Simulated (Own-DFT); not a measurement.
Simulation results for GaP (zincblende, atoms displaced)

Computed with Own-DFT development build. A calculation, not a measurement: plane-wave PBE density functional theory by an unreviewed code, no spin, of a simulated periodic cell, stress positive in tension, free energy of the whole cell less one offset for each atom, forces on such cells passed a denser k mesh, this cell's mesh not checked; offsets are fitted by least squares, one for each functional and potential file, so energies compare only between cells with the same atoms and settings and are not formation energies; the far tail of each file's local potential was reset to the Coulomb form; each entry is a single point on an unrelaxed cell, so the pressure reflects the starting lattice, mostly measured values (interpolated for alloys), from which strain is counted, and rises with the displacements; printed positions are rounded, which can move forces by about a meV/angstrom; the program, named Own-DFT, is a retired in-house code; no spin-orbit coupling.

Settings shared by all entries: functional PBE; potential files PseudoDojo norm-conserving, scalar-relativistic, standard set; wave cutoff 42 hartree; occupations Fermi-Dirac; smearing width 0.1 eV; hardware one NVIDIA H200; k mesh 2 x 3 x 3 centred on Gamma.

(1) 
```cif
# cell vector a (Å): 16.3515 0.0000 0.0000
# cell vector b (Å): 0.0000 10.9010 0.0000
# cell vector c (Å): 0.0000 0.0000 10.9010
data_GaP
_symmetry_space_group_name_H-M 'P 1'
_symmetry_Int_Tables_number 1
_cell_length_a 16.3515
_cell_length_b 10.9010
_cell_length_c 10.9010
_cell_angle_alpha 90.000
_cell_angle_beta 90.000
_cell_angle_gamma 90.000
_cell_volume 1943.08
loop_
_atom_site_label
_atom_site_type_symbol
_atom_site_fract_x
_atom_site_fract_y
_atom_site_fract_z
_atom_site_occupancy
Ga1 Ga 0.00897 0.00505 0.98705 1
Ga2 Ga 0.99983 0.24440 0.24130 1
Ga3 Ga 0.17454 0.01195 0.23292 1
Ga4 Ga 0.17781 0.25011 0.99556 1
P1 P 0.07318 0.11234 0.11947 1
P2 P 0.06897 0.37887 0.36156 1
P3 P 0.25327 0.10093 0.36632 1
P4 P 0.25015 0.38389 0.12148 1
Ga5 Ga 0.00845 0.01352 0.50369 1
Ga6 Ga 0.00477 0.26094 0.74400 1
Ga7 Ga 0.16532 0.00415 0.73381 1
Ga8 Ga 0.16735 0.24887 0.51226 1
P5 P 0.09263 0.13243 0.62815 1
P6 P 0.07996 0.38596 0.88127 1
P7 P 0.25840 0.12599 0.87983 1
P8 P 0.24891 0.39083 0.63137 1
Ga9 Ga 0.99622 0.49573 0.00716 1
Ga10 Ga 0.99649 0.76134 0.25067 1
Ga11 Ga 0.15907 0.49778 0.25313 1
Ga12 Ga 0.17182 0.75003 0.99526 1
P9 P 0.08136 0.61539 0.12371 1
P10 P 0.07760 0.85977 0.37722 1
P11 P 0.23599 0.62138 0.37111 1
P12 P 0.24977 0.86322 0.12710 1
Ga13 Ga 0.99188 0.50145 0.50047 1
Ga14 Ga 0.01043 0.75095 0.74466 1
Ga15 Ga 0.16145 0.48984 0.74281 1
Ga16 Ga 0.16017 0.75751 0.49481 1
P13 P 0.08162 0.63663 0.62887 1
P14 P 0.08760 0.86941 0.86785 1
P15 P 0.23972 0.63109 0.86412 1
P16 P 0.25595 0.87032 0.63144 1
Ga17 Ga 0.33632 0.00002 0.99585 1
Ga18 Ga 0.31840 0.26083 0.22780 1
Ga19 Ga 0.49950 0.98781 0.25225 1
Ga20 Ga 0.50586 0.24301 0.99983 1
P17 P 0.40633 0.11692 0.13184 1
P18 P 0.41326 0.38081 0.37220 1
P19 P 0.59131 0.12492 0.38093 1
P20 P 0.59069 0.37586 0.13451 1
Ga21 Ga 0.32193 0.02125 0.51301 1
Ga22 Ga 0.32341 0.24201 0.75075 1
Ga23 Ga 0.50074 0.00314 0.75298 1
Ga24 Ga 0.49624 0.25975 0.48967 1
P21 P 0.41203 0.13240 0.62006 1
P22 P 0.39998 0.39009 0.87429 1
P23 P 0.58077 0.11699 0.87919 1
P24 P 0.57252 0.38092 0.62584 1
Ga25 Ga 0.32941 0.49891 0.00800 1
Ga26 Ga 0.34356 0.76716 0.24028 1
Ga27 Ga 0.50146 0.49606 0.24807 1
Ga28 Ga 0.50010 0.75428 0.98970 1
P25 P 0.41191 0.62070 0.13146 1
P26 P 0.40657 0.87608 0.37491 1
P27 P 0.58582 0.63151 0.37027 1
P28 P 0.57793 0.87412 0.12866 1
Ga29 Ga 0.32775 0.48653 0.50479 1
Ga30 Ga 0.34038 0.74510 0.75565 1
Ga31 Ga 0.49190 0.50696 0.75227 1
Ga32 Ga 0.50956 0.75209 0.49830 1
P29 P 0.41503 0.62792 0.62857 1
P30 P 0.41732 0.89125 0.87131 1
P31 P 0.57515 0.62955 0.86687 1
P32 P 0.56957 0.88709 0.63175 1
Ga33 Ga 0.66376 0.97071 0.00262 1
Ga34 Ga 0.66795 0.24676 0.26047 1
Ga35 Ga 0.82282 0.01316 0.25554 1
Ga36 Ga 0.84119 0.24912 0.99271 1
P33 P 0.75673 0.11659 0.13403 1
P34 P 0.74865 0.38448 0.37507 1
P35 P 0.91513 0.10172 0.37570 1
P36 P 0.90324 0.36277 0.11928 1
Ga37 Ga 0.66864 0.01848 0.50673 1
Ga38 Ga 0.65697 0.24972 0.74456 1
Ga39 Ga 0.83200 0.99889 0.73867 1
Ga40 Ga 0.83128 0.23737 0.50893 1
P37 P 0.74932 0.11848 0.64426 1
P38 P 0.75607 0.35681 0.87344 1
P39 P 0.91570 0.12774 0.86119 1
P40 P 0.91954 0.37222 0.63192 1
Ga41 Ga 0.67022 0.52049 0.99363 1
Ga42 Ga 0.66547 0.75143 0.24835 1
Ga43 Ga 0.83838 0.51299 0.25477 1
Ga44 Ga 0.83296 0.76284 0.99152 1
P41 P 0.75884 0.61718 0.12314 1
P42 P 0.75199 0.87445 0.37879 1
P43 P 0.90749 0.60801 0.35006 1
P44 P 0.91784 0.88239 0.12445 1
Ga45 Ga 0.66635 0.50458 0.50372 1
Ga46 Ga 0.66113 0.76204 0.75404 1
Ga47 Ga 0.84229 0.49206 0.75488 1
Ga48 Ga 0.83698 0.74255 0.51019 1
P45 P 0.75044 0.62728 0.63372 1
P46 P 0.75489 0.86969 0.86088 1
P47 P 0.91273 0.63596 0.87024 1
P48 P 0.92096 0.87600 0.61963 1
_calc_free_energy_of_cell_above_offsets '-37.388'  # eV
_calc_pressure 5.04  # GPa
_calc_stress_xx -4.9  # GPa
_calc_stress_yy -4.63  # GPa
_calc_stress_zz -5.59  # GPa
_calc_stress_yz -0.93  # GPa
_calc_stress_xz -1.41  # GPa
_calc_stress_xy 0.08  # GPa
_calc_wall_time 996.6  # s
```

Force:
| element | x (eV/Å) | y (eV/Å) | z (eV/Å) |
| --- | --- | --- | --- |
| Ga | -2.225 | -1.74 | -1.461 |
| Ga | -1.685 | -0.325 | 0.268 |
| Ga | -1.911 | -2.011 | -0.214 |
| Ga | -1.891 | 0.227 | 0.286 |
| P | 2.981 | 2.129 | 0.903 |
| P | 1.304 | -0.866 | 1.691 |
| P | -0.957 | 4.02 | -0.181 |
| P | -3.023 | 0.726 | -0.166 |
| Ga | -0.264 | -1.568 | -0.401 |
| Ga | 0.384 | -0.838 | 1.314 |
| Ga | 1.589 | -1.646 | 2.196 |
| Ga | 0.981 | 1.458 | -2.721 |
| P | -2.311 | 0.177 | 0.097 |
| P | 0.942 | -1.592 | -0.4 |
| P | -2.138 | -1.303 | -0.426 |
| P | -0.321 | -3.288 | -0.088 |
| Ga | -1.34 | 0.716 | -0.132 |
| Ga | -0.572 | -1.916 | -1.103 |
| Ga | 0.035 | -0.153 | -0.435 |
| Ga | -1.329 | -0.384 | 0.656 |
| P | -0.054 | 1.676 | -0.114 |
| P | 0.394 | 3.213 | -0.306 |
| P | 2.162 | 0.498 | 0.755 |
| P | -0.1 | 1.497 | -1.232 |
| Ga | 0.293 | 0.551 | -0.358 |
| Ga | -2.782 | 0.833 | 1.308 |
| Ga | -1.212 | 2.095 | 1.091 |
| Ga | 1.599 | -1.075 | 1.092 |
| P | 0.952 | -2.644 | -2.059 |
| P | 0.419 | 1.414 | 0.491 |
| P | 1.665 | -1.222 | 0.224 |
| P | -0.906 | 0.41 | -0.924 |
| Ga | -0.692 | -0.71 | 1.129 |
| Ga | 2.557 | -2.371 | 2.881 |
| Ga | -0.921 | 1.471 | 1.016 |
| Ga | -1.621 | 1.11 | 0.982 |
| P | 1.751 | 1.064 | -0.089 |
| P | -0.718 | -0.606 | -0.754 |
| P | -2.484 | 0.262 | -0.668 |
| P | -0.408 | -0.048 | -1.416 |
| Ga | 1.286 | -2.548 | 0.475 |
| Ga | 1.463 | 1.91 | -0.82 |
| Ga | -1.5 | 1.643 | -0.018 |
| Ga | 0.212 | -0.831 | 0.285 |
| P | 0.992 | 0.533 | 0.683 |
| P | 2.156 | -1.957 | -0.545 |
| P | 1.237 | 0.086 | -0.128 |
| P | 0.826 | -0.014 | -0.091 |
| Ga | -0.162 | 2.16 | -1.026 |
| Ga | -1.361 | -2.188 | 0.294 |
| Ga | -0.046 | 0.54 | 0.264 |
| Ga | -1.15 | -0.049 | 1.069 |
| P | 1.071 | 0.524 | -1.028 |
| P | 1.98 | 0.982 | 2.218 |
| P | -0.28 | -1.052 | 0.387 |
| P | 0.229 | -1.396 | -0.39 |
| Ga | 0.853 | 2.626 | -1.557 |
| Ga | -0.737 | 0.594 | 0.541 |
| Ga | -0.464 | -0.907 | 0.128 |
| Ga | -1.974 | 0.057 | -0.152 |
| P | 0.32 | -0.17 | -1.808 |
| P | -0.191 | -1.944 | 0.226 |
| P | 1.442 | -0.083 | 0.514 |
| P | 2.832 | -0.892 | -1.524 |
| Ga | 1.376 | 1.949 | -0.552 |
| Ga | 1.024 | 0.376 | -0.877 |
| Ga | 2.068 | -3.501 | 1.337 |
| Ga | -1.587 | -2.263 | -0.458 |
| P | -2.949 | 2.406 | -3.408 |
| P | 0.601 | -0.955 | 0.645 |
| P | 0.719 | 2.698 | 0.546 |
| P | 2.449 | 1.932 | 1.993 |
| Ga | 0.386 | -2.341 | 0.425 |
| Ga | 0.39 | 0.234 | 0.849 |
| Ga | 1.865 | -1.133 | 1.087 |
| Ga | 0.275 | 0.633 | -0.751 |
| P | -1.25 | 1.885 | -1.709 |
| P | -1.844 | 1.878 | -0.638 |
| P | 1.094 | -0.613 | 0.156 |
| P | -0.614 | -0.012 | -1.778 |
| Ga | -0.108 | -1.851 | -0.166 |
| Ga | 1.287 | 0.042 | -0.194 |
| Ga | -6.278 | -7.139 | -5.466 |
| Ga | 0.736 | -0.945 | 1.402 |
| P | -1.157 | 2.208 | -0.567 |
| P | -0.683 | -0.12 | 0.557 |
| P | 7.059 | 7.097 | 7.417 |
| P | -0.539 | 0.665 | -0.602 |
| Ga | -0.046 | 0.122 | 0.123 |
| Ga | -0.337 | -0.743 | -1.146 |
| Ga | -1.37 | 0.599 | 0.465 |
| Ga | -0.312 | 0.063 | -1.363 |
| P | -0.342 | -0.52 | 0.211 |
| P | -1.053 | 0.987 | 1.018 |
| P | 1.411 | -0.729 | 0.301 |
| P | 0.545 | 0.223 | 0.417 |

(2) 
```cif
# cell vector a (Å): 16.3515 0.0000 0.0000
# cell vector b (Å): 0.0000 10.9010 0.0000
# cell vector c (Å): 0.0000 0.0000 10.9010
data_GaP
_symmetry_space_group_name_H-M 'P 1'
_symmetry_Int_Tables_number 1
_cell_length_a 16.3515
_cell_length_b 10.9010
_cell_length_c 10.9010
_cell_angle_alpha 90.000
_cell_angle_beta 90.000
_cell_angle_gamma 90.000
_cell_volume 1943.08
loop_
_atom_site_label
_atom_site_type_symbol
_atom_site_fract_x
_atom_site_fract_y
_atom_site_fract_z
_atom_site_occupancy
Ga1 Ga 0.00355 0.01095 0.98812 1
Ga2 Ga 0.99251 0.24556 0.23341 1
Ga3 Ga 0.15784 0.00127 0.25384 1
Ga4 Ga 0.17337 0.24720 0.02128 1
P1 P 0.07725 0.12978 0.13529 1
P2 P 0.08632 0.39059 0.36373 1
P3 P 0.25494 0.12287 0.36926 1
P4 P 0.24760 0.37053 0.10938 1
Ga5 Ga 0.99197 0.98708 0.51403 1
Ga6 Ga 0.00188 0.24597 0.75106 1
Ga7 Ga 0.17250 0.99251 0.73574 1
Ga8 Ga 0.16096 0.24333 0.49769 1
P5 P 0.08600 0.10744 0.61820 1
P6 P 0.07919 0.39082 0.87941 1
P7 P 0.24244 0.12071 0.89345 1
P8 P 0.24204 0.36755 0.60993 1
Ga9 Ga 0.01482 0.49323 0.98580 1
Ga10 Ga 0.00240 0.75610 0.25204 1
Ga11 Ga 0.16317 0.49867 0.24732 1
Ga12 Ga 0.15964 0.75632 0.98954 1
P9 P 0.07979 0.63411 0.12811 1
P10 P 0.08440 0.85976 0.37832 1
P11 P 0.24779 0.62968 0.38062 1
P12 P 0.25361 0.87766 0.12291 1
Ga13 Ga 0.99371 0.51538 0.51228 1
Ga14 Ga 0.99437 0.73111 0.74970 1
Ga15 Ga 0.16696 0.50451 0.75672 1
Ga16 Ga 0.17239 0.74080 0.49672 1
P13 P 0.09029 0.63016 0.62350 1
P14 P 0.07586 0.86327 0.86287 1
P15 P 0.24762 0.62377 0.88331 1
P16 P 0.25055 0.86928 0.62207 1
Ga17 Ga 0.32884 0.00812 0.00875 1
Ga18 Ga 0.33433 0.25342 0.24491 1
Ga19 Ga 0.50037 0.01530 0.25655 1
Ga20 Ga 0.49802 0.24467 0.01049 1
P17 P 0.42079 0.11257 0.13548 1
P18 P 0.40721 0.37865 0.38262 1
P19 P 0.58183 0.13208 0.36287 1
P20 P 0.58832 0.38689 0.12451 1
Ga21 Ga 0.32864 0.00994 0.50840 1
Ga22 Ga 0.33484 0.23519 0.74105 1
Ga23 Ga 0.49580 0.99306 0.74853 1
Ga24 Ga 0.49720 0.24845 0.49613 1
P21 P 0.41610 0.10316 0.63381 1
P22 P 0.41733 0.38421 0.88047 1
P23 P 0.58559 0.12887 0.86634 1
P24 P 0.59299 0.34915 0.60839 1
Ga25 Ga 0.34546 0.48605 0.99184 1
Ga26 Ga 0.34210 0.75336 0.25769 1
Ga27 Ga 0.49803 0.50201 0.25897 1
Ga28 Ga 0.50238 0.76987 0.00882 1
P25 P 0.41470 0.62868 0.12810 1
P26 P 0.41304 0.86384 0.37902 1
P27 P 0.58073 0.61668 0.38102 1
P28 P 0.57482 0.86361 0.13210 1
Ga29 Ga 0.33383 0.51209 0.50814 1
Ga30 Ga 0.32491 0.75799 0.76414 1
Ga31 Ga 0.50442 0.49046 0.75022 1
Ga32 Ga 0.49609 0.77128 0.49824 1
P29 P 0.40486 0.62644 0.62082 1
P30 P 0.41798 0.88258 0.87522 1
P31 P 0.59196 0.61764 0.86709 1
P32 P 0.58581 0.86192 0.61687 1
Ga33 Ga 0.66993 0.00610 0.00736 1
Ga34 Ga 0.67093 0.25034 0.25137 1
Ga35 Ga 0.82685 0.98423 0.25020 1
Ga36 Ga 0.82726 0.25557 0.00970 1
P33 P 0.75698 0.11804 0.12280 1
P34 P 0.74810 0.38998 0.35837 1
P35 P 0.92018 0.11522 0.37769 1
P36 P 0.92444 0.36228 0.12401 1
Ga37 Ga 0.66293 0.99442 0.49986 1
Ga38 Ga 0.66544 0.24969 0.74309 1
Ga39 Ga 0.83430 0.99045 0.74788 1
Ga40 Ga 0.83147 0.26397 0.50684 1
P37 P 0.74741 0.11317 0.61885 1
P38 P 0.75455 0.37967 0.86274 1
P39 P 0.92137 0.13898 0.87386 1
P40 P 0.92182 0.38137 0.60599 1
Ga41 Ga 0.66846 0.50039 0.99595 1
Ga42 Ga 0.66259 0.73902 0.24933 1
Ga43 Ga 0.84123 0.49575 0.23163 1
Ga44 Ga 0.84427 0.74934 0.00794 1
P41 P 0.74590 0.60935 0.11663 1
P42 P 0.74489 0.88085 0.36874 1
P43 P 0.92312 0.62204 0.36772 1
P44 P 0.91977 0.88968 0.14363 1
Ga45 Ga 0.65975 0.50307 0.48835 1
Ga46 Ga 0.66729 0.74992 0.75788 1
Ga47 Ga 0.82920 0.50431 0.74660 1
Ga48 Ga 0.83441 0.75256 0.49994 1
P45 P 0.75276 0.61652 0.63348 1
P46 P 0.74609 0.86476 0.87605 1
P47 P 0.91226 0.63010 0.87653 1
P48 P 0.92322 0.85829 0.64090 1
_calc_free_energy_of_cell_above_offsets '-37.931'  # eV
_calc_pressure 5.08  # GPa
_calc_stress_xx -5.25  # GPa
_calc_stress_yy -4.85  # GPa
_calc_stress_zz -5.14  # GPa
_calc_stress_yz -0.15  # GPa
_calc_stress_xz -0.83  # GPa
_calc_stress_xy -0.18  # GPa
_calc_wall_time 946.2  # s
```

Force:
| element | x (eV/Å) | y (eV/Å) | z (eV/Å) |
| --- | --- | --- | --- |
| Ga | 0.05 | -0.802 | 0.599 |
| Ga | 1.215 | -0.696 | 4.279 |
| Ga | 1.079 | -0.722 | 0.124 |
| Ga | -3.408 | -1.723 | -2.069 |
| P | 1.633 | -1.167 | -1.73 |
| P | -2.247 | -2.472 | 1.889 |
| P | -1.169 | 0.3 | 0.159 |
| P | 2.789 | 3.001 | 2.763 |
| Ga | 0.894 | -0.047 | -1.307 |
| Ga | 0.94 | 1.096 | -1.383 |
| Ga | -0.894 | 0.146 | 1.867 |
| Ga | -0.189 | 0.124 | -1.521 |
| P | -0.647 | 1.41 | 0.579 |
| P | 4.63 | -5.833 | -4.484 |
| P | 0.463 | 0.102 | -2.468 |
| P | 1.219 | 0.689 | 1.946 |
| Ga | -5.146 | 4.936 | 5.106 |
| Ga | -0.591 | -0.488 | -0.107 |
| Ga | 1.603 | 1.485 | -1.144 |
| Ga | 0.734 | -0.265 | 1.303 |
| P | 0.655 | -0.816 | -1.096 |
| P | 0.178 | 1.666 | 0.876 |
| P | 1.6 | -1.521 | -2.147 |
| P | -1.205 | -0.719 | 0.809 |
| Ga | 2.426 | 0.545 | -1.842 |
| Ga | 1.798 | -0.448 | 0.36 |
| Ga | 0.397 | -0.595 | -0.946 |
| Ga | -1.079 | 1.489 | 0.665 |
| P | -1.001 | -0.732 | 0.701 |
| P | 0.47 | 1.611 | 0.092 |
| P | 0.629 | -0.151 | 0.186 |
| P | 0.462 | 0.002 | -0.332 |
| Ga | 0.983 | -0.62 | -0.302 |
| Ga | -0.176 | -0.098 | 0.017 |
| Ga | 0.146 | -3.323 | 0.556 |
| Ga | 0.805 | 0.649 | -0.527 |
| P | -1.668 | 2.073 | -1.629 |
| P | 0.952 | -0.19 | -0.467 |
| P | 0.87 | -0.064 | 1.91 |
| P | -1.028 | -1.526 | 0.386 |
| Ga | -0.131 | -1.538 | -1.136 |
| Ga | -1.291 | 1.371 | 1.11 |
| Ga | 2.546 | -0.552 | 0.476 |
| Ga | -0.806 | -0.597 | -0.104 |
| P | 0.363 | 2.324 | -1.534 |
| P | 2.435 | -4.117 | -3.086 |
| P | -0.813 | -0.659 | 1.145 |
| P | -1.531 | 2.569 | -0.025 |
| Ga | -3.376 | 3.407 | 2.894 |
| Ga | -2.564 | -1.182 | -1.433 |
| Ga | -0.39 | -0.463 | -0.762 |
| Ga | -2.08 | -3.132 | -2.732 |
| P | 0.668 | -0.626 | -0.59 |
| P | 0.334 | 4.129 | 0.129 |
| P | -1.376 | 2.512 | -0.535 |
| P | 2.897 | 3.112 | 2.015 |
| Ga | -2.24 | -1.914 | -1.491 |
| Ga | 0.82 | -0.777 | -0.411 |
| Ga | 0.059 | 0.499 | -1.198 |
| Ga | 0.297 | -3.293 | 0.555 |
| P | 2.99 | 1.815 | 2.61 |
| P | -0.953 | -0.593 | 0.993 |
| P | -1.982 | 0.625 | 0.787 |
| P | 0.128 | 1.248 | 1.648 |
| Ga | -1.109 | -1.124 | -1.033 |
| Ga | 0.087 | 0.382 | -1.111 |
| Ga | 0.819 | 2.2 | 0.7 |
| Ga | 0.925 | 0.277 | -1.467 |
| P | -0.876 | 0.565 | 0.989 |
| P | 0.892 | -0.849 | 1.325 |
| P | -1.197 | 0.646 | 0.066 |
| P | -1.898 | 2.853 | -2.598 |
| Ga | -0.36 | 0.65 | -0.744 |
| Ga | 1.669 | -0.899 | 0.915 |
| Ga | -0.128 | 0.431 | 0.599 |
| Ga | -0.772 | -1.346 | -1.808 |
| P | 0.906 | 0.977 | 0.576 |
| P | -1.085 | -1.413 | 1.27 |
| P | -2.054 | -1.197 | 0.354 |
| P | -0.758 | -1.193 | 3.305 |
| Ga | -0.234 | -1.024 | -1.301 |
| Ga | 0.421 | -0.241 | 0.04 |
| Ga | -0.124 | 0.313 | 0.754 |
| Ga | -1.435 | 0.833 | 0.822 |
| P | 1.887 | 2.239 | 1.082 |
| P | -0.689 | -2.033 | 1.045 |
| P | -1.506 | 0.757 | -0.018 |
| P | 0.892 | -1.251 | -2.635 |
| Ga | 2.012 | -1.21 | 1.768 |
| Ga | 0.143 | -0.756 | -1.482 |
| Ga | 2.493 | -0.798 | 0.39 |
| Ga | -0.102 | -0.626 | -0.226 |
| P | -1.907 | 1.848 | -2.482 |
| P | 1.402 | 1.519 | 1.262 |
| P | 0.595 | -2.259 | 0.244 |
| P | -2.082 | 1.253 | -1.594 |
